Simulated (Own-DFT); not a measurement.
# Response to strain: wurtzite GaN, 72 atoms (Ga36N36)

Calculated, not measured: single-point runs of Own-DFT, a retired in-house plane-wave DFT program that no person has reviewed, on unrelaxed cells, without spin or spin-orbit coupling.

All runs used: PBE; PseudoDojo norm-conserving scalar-relativistic files (stringent for Ga); cutoff 96 hartree; 4 x 4 x 3 k mesh centred on Gamma; Gaussian smearing of 0.01 eV.

Keep in mind: forces not confirmed at this smearing and k mesh; stress not checked against mesh or cutoff.

Unstrained cell vectors in Å: (9.567, 0.000, 0.000); (-4.784, 8.285, 0.000); (0.000, 0.000, 10.370). The unstrained cell has measured lattice constants (interpolated for alloys), not those of this functional. That, the random moves and any unrelaxed bonds set the pressure at no strain. The cell is deformed uniformly in each run, and the atoms keep their fractional places. Each atom got a random Gaussian move of width 0.05 Å along each axis. Strain is the symmetric tensor, in per cent. Stress is positive in tension, and the pressure is minus a third of its trace.

```
run  e_xx (%)  e_yy (%)  e_zz (%)  e_yz (%)  e_xz (%)  e_xy (%)  s_xx (GPa)  s_yy (GPa)  s_zz (GPa)  s_yz (GPa)  s_xz (GPa)  s_xy (GPa)  P (GPa)  E (meV/atom)
  1     -1.66     -0.80      0.63     -1.55     -0.40      1.36      -15.69      -12.29       -6.60       -3.64       -0.86        5.98    11.53          33.5
  2     -1.94      1.47      0.07      0.67     -1.54     -0.01      -14.23       -2.20       -8.02        1.68       -2.62       -0.57     8.15          14.8
  3     -0.49     -1.34      0.50     -1.89      1.28     -0.63      -10.41      -14.25       -6.83       -3.92        2.75       -2.24    10.50          33.5
  4     -0.83      1.38      0.53      1.88     -1.83     -0.48       -8.05       -2.20       -6.99        3.44       -3.84       -2.01     5.75          29.5
  5     -1.95      1.06     -0.90     -0.23     -1.58     -0.48      -15.30       -3.69      -14.30       -0.82       -4.37       -3.10    11.10          21.2
  6      1.22     -0.71     -1.76     -0.88     -1.77     -1.60       -5.36       -8.98      -14.52       -1.21       -3.73       -6.28     9.62          18.7
  7     -1.77     -1.57     -1.95      0.19     -1.25     -0.57      -18.23      -17.88      -21.70        0.68       -1.69       -2.25    19.27          58.7
  8     -0.58      1.57      0.30      1.60     -0.46      0.01       -8.69       -0.38       -5.09        3.46       -1.03       -0.08     4.72           3.3
  9     -2.00     -1.63      1.04      1.56     -1.19      1.48      -17.19      -17.82       -4.02        2.81       -2.31        4.85    13.01          37.0
 10     -1.26      0.40      0.98      0.43     -1.61      1.36       -9.59       -9.09       -3.54        2.42       -2.78        3.51     7.41          21.0
 11      0.15     -0.60     -0.24      0.32     -0.39     -0.75       -6.96       -8.71       -9.92        0.73       -1.09       -2.37     8.53          11.6
 12     -0.73     -0.78     -1.96     -0.61      1.35      1.05      -12.74      -12.25      -20.42       -0.22        2.93        2.30    15.13          56.2
 13     -0.19      0.66     -1.48     -0.21     -1.31      0.48       -8.16       -4.45      -13.57        0.04       -3.43        3.04     8.73           0.0
 14     -0.12     -0.28     -1.18     -1.70     -0.47     -0.36       -8.59      -11.31      -11.32       -4.28       -1.35       -2.21    10.41          15.2
 15      0.03     -1.07      1.59      1.21      0.54      0.59           ?           ?           ?           ?           ?           ?        ?             ?
```

The last column gives the free energy per atom over the lowest of the runs shown.

## What the rows give

Each stress component was fitted by least squares to a constant and the strains of the runs shown, as fractions, with shears doubled. Shear strains stay in the fit of a normal stress only where such slopes are resolved. The slopes, in GPa:

```
stress  at no strain  per e_xx  per e_yy  per e_zz  scatter
  s_xx          -7.2  431 ± 27  119 ± 21   91 ± 24     0.88
  s_yy          -7.5  122 ± 38  484 ± 30    4 ± 33     1.23
  s_zz          -7.1  146 ± 45   58 ± 35  524 ± 39     1.44
```

The slope of each shear stress on twice its own strain, from a fit on all six strains: yz 108 ± 11, xz 105 ± 10, xy 184 ± 21 GPa. These are stiffnesses along x, y and z of the frame in which the cell vectors are given, with the crystal's c axis along z: C11, C12, C13 and C33. Hexagonal symmetry asks that xx and yy behave alike, which is a second check on the noise. These are clamped-ion slopes: internal relaxation, where symmetry allows it, would soften some. Symmetry asks for nearly equal slopes across the diagonal; the mismatch is a measure of noise. A ninth of the table's sum, 220 ± 7 GPa, estimates the bulk modulus near the mean pressure of these runs, 10.3 GPa, so it lies above the value at zero pressure.

## Withheld run

Asked: what normal stresses and pressure should run 15 give?

The fitted form gives s_xx = -6.9, s_yy = -12.6, s_zz = 0.6 and P = 6.3 GPa. The calculation gave -7.29, -11.41, -0.41 and P = 6.37 GPa.
